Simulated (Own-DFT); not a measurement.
## Calculated data, Si3N4 (beta silicon nitride, atoms displaced)

Computed with Own-DFT development build. A calculation, not a measurement: plane-wave PBE density functional theory by an unreviewed code, no spin, of a simulated periodic cell, stress positive in tension, free energy of the whole cell less one offset for each atom, forces on such cells passed a denser k mesh, this cell's mesh not checked; offsets are fitted by least squares, one for each functional and potential file, so energies compare only between cells with the same atoms and settings and are not formation energies; the far tail of each file's local potential was reset to the Coulomb form; each entry is a single point on an unrelaxed cell, so the pressure reflects the starting lattice, mostly measured values (interpolated for alloys), from which strain is counted, and rises with the displacements; printed positions are rounded, which can move forces by about a meV/angstrom; the program, named Own-DFT, is a retired in-house code; no spin-orbit coupling; before rounding, a Quantum ESPRESSO 7.3.1 run of the same cell and cutoff gave forces within 1 meV/angstrom rms on each cell, which checks the program and not the settings.

Entry: Si3N4 (beta silicon nitride, atoms displaced)

```
Si3N4
1.0
      7.6060     0.0000     0.0000
     -3.8030     6.5870     0.0000
      0.0000     0.0000     8.7270
Si N Si N Si N
6 8 6 8 6 8
Direct
  0.17810 0.77068 0.07948
  0.23255 0.40417 0.08544
  0.59755 0.82746 0.08489
  0.82793 0.23411 0.24858
  0.76670 0.59625 0.24907
  0.40389 0.17194 0.24729
  0.33241 0.03411 0.08429
  0.96928 0.29970 0.08605
  0.70283 0.67129 0.08254
  0.66956 0.97281 0.25057
  0.02720 0.69400 0.25404
  0.29982 0.33133 0.25026
  0.33604 0.67287 0.08322
  0.66603 0.33477 0.24846
  0.17499 0.77026 0.41555
  0.23179 0.40331 0.41420
  0.59264 0.82522 0.41317
  0.83030 0.22944 0.58742
  0.77161 0.59575 0.58387
  0.40399 0.17603 0.58520
  0.33788 0.03502 0.41719
  0.96708 0.29780 0.41937
  0.70471 0.66917 0.41590
  0.65960 0.96645 0.58576
  0.03066 0.69540 0.58522
  0.30540 0.33779 0.57994
  0.33256 0.66851 0.41774
  0.66566 0.33158 0.58306
  0.17138 0.76769 0.75242
  0.22776 0.40202 0.74807
  0.59768 0.83083 0.75372
  0.83041 0.23463 0.91430
  0.76526 0.58890 0.91565
  0.40010 0.16789 0.91746
  0.33057 0.02737 0.74797
  0.96791 0.30050 0.75043
  0.69359 0.66256 0.75170
  0.66878 0.96848 0.92155
  0.03186 0.70149 0.91573
  0.30159 0.32953 0.91704
  0.33275 0.66932 0.75128
  0.66744 0.33736 0.91830
```

Settings of this run: functional PBE, potential files PseudoDojo norm-conserving, scalar-relativistic, standard set, wave cutoff 42 hartree, occupations Fermi-Dirac, smearing width 0.1 eV and k mesh 3 x 3 x 3 centred on Gamma.

The calculation gives: free energy of cell above offsets -7.314 eV; pressure 5.37 GPa; stress xx -4.41 GPa; stress yy -4.08 GPa; stress zz -7.62 GPa; stress yz 0.48 GPa; stress xz -0.25 GPa; stress xy -0.06 GPa.

Force:
```
element  x (eV/Å)  y (eV/Å)  z (eV/Å)
     Si    -0.843    -0.495     1.602
     Si    -0.549     1.126    -0.783
     Si    -0.218    -0.367     0.322
     Si    -1.117     0.112     1.185
     Si     0.922    -0.814     0.083
     Si     0.768     1.181     1.427
      N    -0.306    -1.376    -0.485
      N     0.793      0.31    -1.205
      N    -0.361     0.243    -0.053
      N     0.252    -0.211    -0.257
      N     0.512     0.769    -1.668
      N     0.523    -0.474    -0.306
      N     0.714    -1.319     0.069
      N    -0.014    -0.226    -0.138
     Si     0.111     0.087     0.723
     Si    -1.156     1.155      0.52
     Si     0.211    -0.197     1.328
     Si    -2.428    -0.415    -1.593
     Si    -0.295    -0.989     0.071
     Si     1.131     0.244    -0.646
      N     -0.73    -0.881    -0.265
      N     0.907       0.1    -0.471
      N    -1.382     0.964     0.324
      N     0.964     0.683    -0.422
      N    -0.087       0.5    -0.296
      N    -0.131    -0.722     0.856
      N     0.483    -0.787    -0.375
      N     0.516     0.294     0.315
     Si     0.991    -0.204    -1.119
     Si     0.811     1.826     0.417
     Si    -0.584    -1.663    -0.463
     Si    -1.486    -0.499     1.696
     Si    -0.045     1.222     0.252
     Si     0.945     1.376    -0.855
      N    -0.467     0.556     0.788
      N     1.087     0.078     0.238
      N    -0.115     0.861    -0.366
      N     0.308      1.46    -0.902
      N    -0.856    -0.333     0.608
      N    -0.708    -0.072     -0.19
      N      0.39    -0.877     0.197
      N     0.541    -2.225    -0.162
```
